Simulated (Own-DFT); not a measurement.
# What it costs to cut wurtzite AlN, m plane (10-10)

No measurement is shown. These are fixed-geometry runs of a retired plane-wave code named Own-DFT, which no person has reviewed; spin and spin-orbit coupling are neglected.

Known weak points (not all hold for every row): some atoms lie very close together; forces not confirmed at this smearing and k mesh; k mesh not checked against a denser one.

Both sets of runs: PBE; PseudoDojo norm-conserving scalar-relativistic files; cutoff 42 hartree; Gaussian smearing of 0.01 eV. The slab has 128 atoms in 16 layers, two equal faces of 62.02 Å² as cut, 15 Å of vacuum, a dipole correction along the normal and a 6 x 3 x 1 mesh. The bulk cell has 128 atoms, the same measured lattice constants and a 3 x 3 x 3 mesh. In the slab only the 32 atoms nearest the faces were moved at random; u is their rms move along one axis. Energies are counted from -174.06 eV for each atom.

```
slab run   u (Å)  E (eV, cell)
       1  0.0483        21.352
       2  0.0488        19.921
       3  0.0507        20.904
       4  0.0509        21.140
       5  0.0511        20.739
       6  0.0517        21.072
       7  0.0887        25.682
       8  0.0937        25.188
       9  0.0964        25.134
      10  0.0969        28.141
      11  0.1067        30.061
      12  0.1111        27.838
```

```
bulk run,u (Å),E (meV/atom)
1,0.0182,-3.61
2,0.0196,-2.96
3,0.0196,-1.65
4,0.0204,-0.91
5,0.0933,262.75
6,0.0989,308.84
7,0.1006,309.76
8,0.1022,340.90
9,0.1024,374.48
10,0.1034,349.66
```

Asked: what is the energy of the unrelaxed surface?

## Working it out

Take each set to u = 0 with E = a + b u². Residuals are scaled by 1/(u² + 0.0006 Å²) to tame the large moves. Slab: a = 18.73 ± 0.33 eV. Bulk: a = -15.1 ± 0.8 meV/atom. The excess is 18.73 - 128 x (-0.0151) = 20.66 ± 0.35 eV. Over two faces that is 167 meV/Å², or 2.67 ± 0.05 J/m². Relaxing the faces would lower the energy, and the unlike meshes and the reach from the smallest u down to zero add errors that aren't counted here.
